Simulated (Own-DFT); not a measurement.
# A change of arrangement and its cost: As32Ga32, 64 atoms

All numbers below are calculated, not measured. The program, named Own-DFT, is a retired in-house plane-wave density functional code that no person has reviewed. Each row is one single-point run on a periodic cell that was not relaxed, without spin or spin-orbit coupling.

Settings of every run: PBE; PseudoDojo norm-conserving scalar-relativistic files; cutoff 42 hartree; 3 x 3 x 3 k mesh centred on Gamma; Fermi-Dirac smearing of 0.1 eV.

Known limits, some of them of some rows only: not probed for a lower state with spin; forces on such cells failed a check on a denser k mesh; forces not confirmed at this smearing and k mesh; stress not checked against mesh or cutoff.

All cells hold the same atoms in the same cell, with vectors in Å (11.307, 0.000, 0.000); (0.000, 11.307, 0.000); (0.000, 0.000, 11.307). Every atom was moved at random from its ideal site; u is the rms move along one axis. The defect's site can differ from row to row. E is the free energy of the cell above the lowest run. The arrangements:

- A: zincblende GaAs
- B: zincblende GaAs, with one As on a Ga site and one Ga on an As site, 2.4 Å apart

| arrangement | u (Å) | E (eV) | P (GPa) |
|---|---|---|---|
| A | 0.0209 | 0.008 | 3.53 |
| A | 0.0210 | 0.053 | 3.54 |
| A | 0.0213 | 0.000 | 3.52 |
| A | 0.0486 | 2.285 | 4.06 |
| A | 0.0497 | 1.899 | 3.90 |
| A | 0.0498 | 2.130 | 3.99 |
| B | 0.0272 | 2.894 | 3.88 |
| B | 0.0283 | 3.166 | 3.97 |
| B | 0.0284 | 2.817 | 3.89 |
| B | 0.0493 | 4.375 | 4.23 |
| B | 0.0509 | 4.479 | 4.22 |
| B | 0.0520 | 4.701 | 4.27 |

Question: once the cost of the random moves is taken out, how do the arrangements rank?

## Worked answer

Fit E = a + b u², with one b for all and one a for each arrangement, and with residuals divided by u², since the noise grows with the moves. Then b = 974 eV/Å², the scatter at u = 0.04 Å is 0.21 eV, and against A:

- B: 2.59 ± 0.07 eV (higher)

These are energies of unrelaxed cells. Relaxing the atoms lowers the strained arrangements most, so the gaps would shrink and small ones could change sign.
